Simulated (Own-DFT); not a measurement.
# Computed records: Si3N4 (beta silicon nitride, atoms displaced)

A calculation, not a measurement: plane-wave PBE density functional theory by an unreviewed code, no spin, of a simulated periodic cell, stress positive in tension, free energy of the whole cell less one offset for each atom, some atoms lie very close together; forces on such cells moved up to 12 meV/angstrom on a denser k mesh; offsets are fitted by least squares, one for each functional and potential file, so energies compare only between cells with the same atoms and settings and are not formation energies; the far tail of each file's local potential was reset to the Coulomb form; each entry is a single point on an unrelaxed cell, so the pressure reflects the starting lattice, mostly measured values (interpolated for alloys), from which strain is counted, and rises with the displacements; printed positions are rounded, which can move forces by about a meV/angstrom; the program, named Own-DFT, is a retired in-house code; no spin-orbit coupling; before rounding, a Quantum ESPRESSO 7.3.1 run of the same cell and cutoff gave forces within 1 meV/angstrom rms on each cell, which checks the program and not the settings. Program: Own-DFT development build.

Settings shared by all entries: functional PBE; potential files PseudoDojo norm-conserving, scalar-relativistic, standard set; wave cutoff 42 hartree; occupations Fermi-Dirac; smearing width 0.1 eV; k mesh 2 x 2 x 4 centred on Gamma.

(1) Si3N4 (beta silicon nitride, atoms displaced)

```xyz
112
Lattice="15.2120 0.0000 0.0000 -7.6060 13.1740 0.0000 0.0000 0.0000 5.8180" Properties=species:S:1:pos:R:3 Si3N4
Si    -1.6873     5.1420     0.7000
Si     0.2108     2.7395     0.6344
Si     1.3616     5.5595     0.7468
Si     5.3503     1.3991     2.1966
Si     3.5794     4.0689     1.9799
Si     2.4747     1.0353     2.2006
N      2.4947     0.1258     0.8981
N      6.1849     2.0169     0.7046
N      2.8254     4.4936     0.6220
N      1.4057     6.2743     2.2710
N     -2.4876     4.7141     2.2147
N      0.7872     2.2031     2.1917
N     -0.0277     4.5585     0.7746
N      3.7201     2.1639     2.1790
Si    -1.6447     5.0574     3.5914
Si     0.1925     2.6619     3.5921
Si     1.2553     5.3917     3.7242
Si     5.3100     1.4765     5.0307
Si     3.7203     3.9385     5.0218
Si     2.4961     1.2226     5.1107
N      2.4408     0.3345     3.5506
N      6.3113     2.0010     3.5255
N      2.8086     4.3147     3.5630
N      1.3177     6.2647     5.1710
N     -2.3666     4.4987     5.1631
N      1.0616     2.1972     5.2529
N      0.0991     4.2932     3.6096
N      3.9346     2.1610     5.0218
Si    -5.7754    11.5012     0.7046
Si    -3.5773     9.3208     0.7747
Si    -2.2766    11.9320     0.6972
Si     1.5153     7.9658     2.2722
Si    -0.1304    10.6069     1.9929
Si    -1.3905     7.7056     2.0262
N     -1.3767     6.7874     0.6446
N      2.6101     8.6421     0.8388
N     -0.9993    10.8252     0.7646
N     -2.5902    12.9404     2.1696
N     -6.1981    11.3079     2.2518
N     -2.7598     8.8709     2.0826
N     -3.8238    10.9633     0.6665
N     -0.0012     8.7868     2.1322
Si    -5.3677    11.6371     3.5419
Si    -3.6354     9.1165     3.6431
Si    -2.3288    12.0127     3.5331
Si     1.7740     8.0281     5.2123
Si    -0.0809    10.4739     5.2879
Si    -1.5771     7.7467     5.0898
N     -1.2458     6.9113     3.7368
N      2.4534     8.5753     3.8146
N     -1.0440    11.0106     3.6899
N     -2.3808    13.0273     5.3059
N     -6.2128    11.0660     5.0376
N     -2.7635     8.6552     4.9727
N     -3.9665    10.9425     3.6211
N      0.0686     8.7564     4.9569
Si     6.1259     5.0465     0.6289
Si     7.8554     2.4303     0.5500
Si     9.1132     5.4228     0.8918
Si    13.2037     1.4450     2.1236
Si    11.0940     3.9983     2.1058
Si    10.0488     1.0995     1.9656
N     10.0503     0.1990     0.8465
N     13.7400     1.9783     0.7467
N     10.2334     4.1949     0.6931
N      8.9902     6.4674     2.2670
N      5.2872     4.5814     2.0255
N      8.6493     2.0789     2.0830
N      7.6603     4.3722     0.7840
N     11.4432     2.0513     2.0647
Si     5.9775     5.0986     3.6340
Si     7.8472     2.7090     3.7616
Si     8.9967     5.3768     3.7598
Si    12.9970     1.5458     4.8365
Si    11.3632     3.8260     5.0610
Si     9.9841     1.1569     5.1214
N     10.0814     0.1938     3.6824
N     13.7577     1.9268     3.6751
N     10.4716     4.5108     3.6338
N      8.9991     6.2685     5.2027
N      5.0606     4.7899     5.0774
N      8.6583     2.2354     5.1491
N      7.6409     4.3335     3.6016
N     11.5552     2.1657     5.1687
Si     2.1066    11.7194     0.7440
Si     4.0663     9.2658     0.6055
Si     5.2149    12.1265     0.6212
Si     9.2352     8.1263     2.2610
Si     7.4928    10.5141     2.3427
Si     6.2115     7.5897     2.2556
N      6.1914     6.6220     0.7850
N     10.0360     8.4666     0.8078
N      6.4853    11.1344     0.6522
N      5.0962    12.9108     2.1860
N      1.3896    11.1366     2.1821
N      4.6342     8.8166     1.9266
N      3.9078    10.8159     0.9633
N      7.6527     8.9613     2.2225
Si     2.2514    11.5781     3.6645
Si     4.0440     9.1699     3.6715
Si     5.4100    11.8834     3.4828
Si     9.2173     7.9963     5.0317
Si     7.4099    10.5813     5.2079
Si     6.4128     7.7544     4.9210
N      6.4335     6.7545     3.6214
N     10.0228     8.5464     3.5888
N      6.7126    10.8392     3.4518
N      5.2461    12.9423     5.1717
N      1.3010    11.2085     5.1293
N      4.8552     8.8757     5.2073
N      3.9330    10.9405     3.5878
N      7.6526     8.7360     5.2233
```

* free energy of cell above offsets: 28.025 eV
* pressure: 16.37 GPa
* stress xx: -14.26 GPa
* stress yy: -12.1 GPa
* stress zz: -22.77 GPa
* stress yz: -0.2 GPa
* stress xz: 2.24 GPa
* stress xy: 0.32 GPa

Force:
```tsv
element	x (eV/Å)	y (eV/Å)	z (eV/Å)
Si	3.499	-1.9	2.328
Si	-4.141	1.869	6.309
Si	0.429	-5.616	2.898
Si	0.094	4.817	-1.9
Si	2.254	-3.708	5.163
Si	-1.766	7.15	-3.792
N	-2.16	-2.455	-7.015
N	-0.106	-1.291	-0.974
N	-1.917	0.676	-1.817
N	0.121	2.259	-0.004
N	-1.241	-0.197	-2.279
N	3.865	-2.708	-2.871
N	-1.058	-2.66	-0.479
N	2.247	1.934	-0.918
Si	3.317	1.635	2.536
Si	0.186	-1.568	3.082
Si	4.807	-0.627	-0.343
Si	7.947	-0.132	1.123
Si	-5.302	-1.961	-1.291
Si	-0.467	-1.892	1.219
N	-1.176	-6.095	9.169
N	-2.119	-1.815	2.548
N	-0.821	1.813	0.359
N	1.202	5.376	-3.93
N	0.874	1.637	-2.911
N	1.894	-1.53	-6.432
N	-6.199	1.51	0.628
N	-6.532	4.082	0.281
Si	9.227	5.095	0.54
Si	-3.048	-0.107	-3.594
Si	-5.778	0.512	1.368
Si	2.537	4.144	0.072
Si	0.632	-5.325	11.7
Si	0.822	2.949	4.601
N	-1.274	0.182	0.45
N	-8.592	-4.996	-0.778
N	-4.569	3.014	-3.694
N	2.017	-1.728	-0.727
N	-4.911	-2.44	-2.286
N	2.001	-2.966	3.857
N	0.207	0.391	-0.067
N	0.162	-0.222	-0.651
Si	0.473	4.471	4.707
Si	1.51	4.673	-2.375
Si	-3.518	-0.964	3.846
Si	-3.789	0.968	1.409
Si	-3.677	-5.247	-7.693
Si	10.47	-1.585	0.113
N	-1.443	-5.257	-5.596
N	0.074	-1.119	-3.448
N	2.664	-0.897	-0.947
N	0.486	-2.255	-4.886
N	-1.144	0.638	-2.235
N	-7.566	5.17	2.496
N	6.999	-2.402	0.194
N	-0.525	0.035	2.371
Si	0.329	-3.402	1.049
Si	-7.158	5.703	13.85
Si	-4.707	-0.54	-1.444
Si	-5.906	-1.31	1.667
Si	2.466	-4.998	1.819
Si	0.802	9.046	15.2
N	-1.096	-8.074	-13.22
N	4.419	2.314	-5.979
N	3.114	0.977	-1.278
N	0.409	-2.979	1.161
N	-2.302	0.046	3.683
N	-0.585	0.287	1.291
N	1.324	-1.486	-1.121
N	1.084	3.606	1.189
Si	0.593	-3.289	-2.462
Si	-0.322	-2.164	-6.247
Si	-0.307	0.538	-1.491
Si	-4.258	-6.644	14.55
Si	-4.82	-0.153	0.295
Si	3.795	-1.178	-1.786
N	-1.289	-0.885	-0.307
N	8.741	4.261	-10.19
N	0.272	-1.049	0.903
N	0.772	2.412	-0.837
N	5.07	1.396	-1.405
N	6.052	-2.797	-8.517
N	-1.026	2.595	0.964
N	-6.268	0.486	-0.908
Si	5.199	-3.03	0.368
Si	-3.777	3.524	1.352
Si	-4.691	-4.692	7.465
Si	-3.209	0.243	-4.193
Si	6.815	-1.169	-15.35
Si	-1.073	5.041	-7.274
N	1.146	7.407	-1.322
N	1.393	0.867	-2.84
N	6.091	-3.12	1.866
N	2.46	1.575	-0.549
N	1.467	1.801	0.436
N	8.564	-6.527	14.18
N	-2.848	8.827	-2.638
N	0.507	-7.937	-0.381
Si	2.3	1.539	-0.074
Si	0.388	2.176	-2.88
Si	-4.816	1.491	2.567
Si	0.426	0.632	3.564
Si	-2.128	-3.313	-2.626
Si	-4.568	-0.203	6.814
N	-0.729	-1.307	0.994
N	0.41	-0.515	4
N	-9.412	5.575	17.14
N	0.772	4.773	-10.02
N	4.771	3.007	-0.119
N	6.949	-4.878	-10.83
N	-1.611	-0.596	1.351
N	1.827	2.749	-0.843
```

(2) Si3N4 (beta silicon nitride, atoms displaced)

```xyz
112
Lattice="15.2120 0.0000 0.0000 -7.6060 13.1740 0.0000 0.0000 0.0000 5.8180" Properties=species:S:1:pos:R:3 Si3N4
Si    -1.6274     5.1519     0.5742
Si     0.0138     2.6432     0.7616
Si     1.4820     5.5167     0.6381
Si     5.2397     1.6315     2.0802
Si     3.5015     3.9312     2.1150
Si     2.3484     1.2623     2.1879
N      2.4815     0.1994     0.8110
N      6.3108     2.0905     0.8619
N      2.8553     4.3306     0.8950
N      1.2326     6.4500     2.1599
N     -2.3815     4.7813     2.3482
N      1.0732     2.3523     2.0739
N      0.0806     4.5711     0.7460
N      3.8639     2.2309     2.2261
Si    -1.5722     4.9513     3.5390
Si     0.1864     2.6107     3.6845
Si     1.3880     5.4916     3.5490
Si     5.5303     1.5373     5.1920
Si     3.5270     4.0321     5.1053
Si     2.3219     1.1348     5.1060
N      2.4390     0.0626     3.8174
N      6.1632     1.9369     3.6901
N      2.8928     4.4521     3.6365
N      1.3903     6.4092     5.0035
N     -2.4553     4.6569     5.3622
N      1.1189     2.0681     5.1020
N      0.1049     4.3825     3.5006
N      4.0337     2.0670     4.9966
Si    -5.4855    11.8223     0.8182
Si    -3.5098     9.1903     0.7603
Si    -2.3490    12.0784     0.6546
Si     1.6400     8.1980     2.2353
Si    -0.2634    10.4835     2.1630
Si    -1.4050     7.7205     2.1961
N     -1.5112     6.7812     0.8504
N      2.4088     8.4949     0.7433
N     -0.8518    11.0811     0.7295
N     -2.5061    12.8399     2.1441
N     -6.1263    11.2842     2.0812
N     -2.5699     8.8659     2.0849
N     -3.9533    11.2185     0.8175
N      0.0065     8.8394     2.2327
Si    -5.3230    11.6558     3.6263
Si    -3.6641     9.2307     3.6291
Si    -2.4991    11.9336     3.6506
Si     1.4679     8.2277     5.2027
Si    -0.1446    10.5673     5.1676
Si    -1.4494     7.7587     5.1052
N     -1.5432     6.7454     3.7012
N      2.3374     8.6218     3.6367
N     -1.0124    10.7875     3.6940
N     -2.4351    12.8661     5.0551
N     -6.1730    11.0640     5.0428
N     -2.9078     8.7134     5.0935
N     -3.8014    10.8717     3.6440
N     -0.0322     8.7522     4.9880
Si     5.8705     5.0969     0.8307
Si     7.8133     2.7549     0.8158
Si     8.9084     5.3729     0.8029
Si    13.0394     1.3775     1.9795
Si    11.1471     3.9450     2.1245
Si     9.8890     1.2992     2.1556
N     10.0065     0.2403     0.7712
N     14.0144     2.0119     0.7367
N     10.4837     4.3052     0.9273
N      9.0619     6.3567     2.1520
N      5.1974     4.5081     2.1402
N      8.5942     2.1397     2.2794
N      7.4376     4.3062     0.7641
N     11.3701     2.1140     2.1793
Si     6.0428     5.0440     3.7075
Si     7.7828     2.7038     3.7384
Si     9.2631     5.4895     3.6355
Si    12.9310     1.5788     5.1048
Si    11.3601     4.0475     4.9804
Si    10.0842     0.9044     5.0737
N     10.1274     0.1669     3.6117
N     13.8986     2.0961     3.6623
N     10.3248     4.3906     3.5315
N      8.9684     6.5279     5.1977
N      5.2436     4.6793     5.0381
N      8.4375     2.3450     5.1236
N      7.7920     4.3165     3.6418
N     11.3309     2.2749     5.0519
Si     2.0505    11.5404     0.7672
Si     4.0792     9.2702     0.6185
Si     5.0810    11.9577     0.7067
Si     9.3359     8.0681     2.0469
Si     7.3232    10.3462     2.2448
Si     6.2590     7.7972     2.0369
N      6.3114     6.8117     0.6775
N     10.1897     8.6671     0.7034
N      6.5049    10.8823     0.8744
N      5.0346    12.9317     2.2847
N      1.4280    10.9532     2.1267
N      4.8842     8.8398     2.0800
N      3.7084    10.8558     0.7070
N      7.7533     8.8092     2.1994
Si     2.0945    11.4989     3.5916
Si     4.0527     9.1207     3.6088
Si     5.0918    11.9451     3.7650
Si     9.1043     8.1086     5.1996
Si     7.4558    10.2875     5.2551
Si     6.0669     7.5647     5.1612
N      6.2889     6.9000     3.7589
N     10.0806     8.5075     3.5098
N      6.7120    10.8648     3.4411
N      5.1748    13.0135     5.1935
N      1.3661    11.1768     5.0327
N      4.9352     8.6678     5.0193
N      3.8291    10.9584     3.5177
N      7.4927     8.7485     5.0015
```

- free energy of cell above offsets: 26.931 eV
- pressure: 16.33 GPa
- stress xx: -16.92 GPa
- stress yy: -13.06 GPa
- stress zz: -19.02 GPa
- stress yz: -0.27 GPa
- stress xz: -3.4 GPa
- stress xy: 0.8 GPa

Force:
```tsv
element	x (eV/Å)	y (eV/Å)	z (eV/Å)
Si	11.22	4.53	15.26
Si	22.75	12.56	-0.964
Si	-1.697	-0.103	2.102
Si	8.65	-5.835	3.855
Si	8.325	-4.787	12.63
Si	2.721	-3.088	0.51
N	-1.097	6.743	-0.719
N	-3.377	-2.716	-1.58
N	-7.38	6.061	-14.16
N	2.295	0.718	-1.179
N	-8.65	-4.459	-11.78
N	-1.257	-0.943	2.844
N	-3.096	-4.139	-1.526
N	-9.722	2.758	-0.029
Si	8.146	4	9.559
Si	5.472	2.808	-1.165
Si	0.404	-0.714	0.566
Si	1.157	-2.239	-1.138
Si	4.457	-4.616	0.249
Si	9.601	-4.399	1.738
N	-0.37	5.816	-2.908
N	2.591	1.233	-2.461
N	-3.117	1.788	-0.877
N	1.072	1.027	0.976
N	-4.955	-4.313	-13.84
N	-8.12	6.139	-0.171
N	-2.038	-1.305	1.766
N	-8.317	3.952	1.481
Si	2.389	-3.27	-7.091
Si	0.334	6.15	-0.802
Si	-3.84	-2.889	2.49
Si	-3.942	-1.693	-1.858
Si	-0.581	-1.033	2.666
Si	2.735	-0.156	2.591
N	0.303	1.508	-3.967
N	2.497	1.224	-0.245
N	-2.288	1.369	0.432
N	1.646	3.895	1.499
N	-6.114	-3.568	7.825
N	-3.175	1.15	2.812
N	6.5	-4.931	-1.365
N	0.377	-3.129	-1.047
Si	-2.401	-4.318	-0.89
Si	2.541	-0.237	-0.749
Si	1.784	0.278	-1.654
Si	2.64	-3.326	-2.703
Si	-3.314	-3.312	-3.669
Si	-0.65	-0.627	0.32
N	0.78	0.12	-0.031
N	3.495	0.797	3.249
N	-1.192	3.053	-0.655
N	1.841	3.352	-0.628
N	-1.702	0.515	2.06
N	2.638	-0.755	-0.916
N	-0.062	1.064	0.229
N	-2.286	2.05	1.721
Si	3.727	-0.426	-4.421
Si	1.553	-3	-0.167
Si	0.087	-1.054	-1.807
Si	-3.038	1.659	5.452
Si	9.842	-5.444	11.69
Si	5.241	-4.945	0.982
N	-1.048	-3.672	0.346
N	-20.98	-10.58	-1.623
N	-9.25	6.084	-16.56
N	0.15	0.881	0.818
N	-2.011	0.694	4.345
N	-3.66	2.863	-0.537
N	2.354	6.432	0.376
N	3.155	2.524	-0.665
Si	4.264	1.052	-4.276
Si	-2.874	-2.315	-3.16
Si	-9.324	4.232	1.567
Si	0.395	0.533	-2.177
Si	-7.183	-4.207	1.77
Si	-1.384	5.791	0.193
N	-1.98	-2.433	-1.677
N	-5.487	-3.148	-0.298
N	7.106	-3.548	3.43
N	1.081	-7.868	-0.759
N	-4.112	-0.503	4.917
N	5.5	-4.275	3.873
N	-2.36	6.497	-0.357
N	1.776	-1.006	0.084
Si	4.322	3.102	-2.618
Si	-1.168	-2.324	0.639
Si	0.963	-0.986	3.807
Si	-0.838	1.093	2.215
Si	7.563	1.349	-8.712
Si	2.248	0.505	5.054
N	-0.695	-3.95	5.278
N	-5.794	-3.227	-0.392
N	-0.961	0.727	-4.245
N	1.623	-0.592	-2.21
N	-1.814	0.604	2.56
N	-0.303	-1.778	0.703
N	-0.272	3.716	-0.946
N	-0.793	-5.226	-1.75
Si	4.626	2.555	-1.36
Si	-0.773	2.332	-1.143
Si	4.482	0.906	-2.831
Si	2.248	5.266	-2.929
Si	0.171	7.445	-2.265
Si	4.577	3.822	-3.273
N	-0.722	-5.064	-7.774
N	-1.956	-1.629	1.991
N	-8.883	6.235	15.2
N	0.138	-0.425	-1.012
N	1.211	0.271	2.006
N	-5.69	3.517	0.98
N	-2.968	-3.431	1.464
N	1.301	-5.389	1.529
```
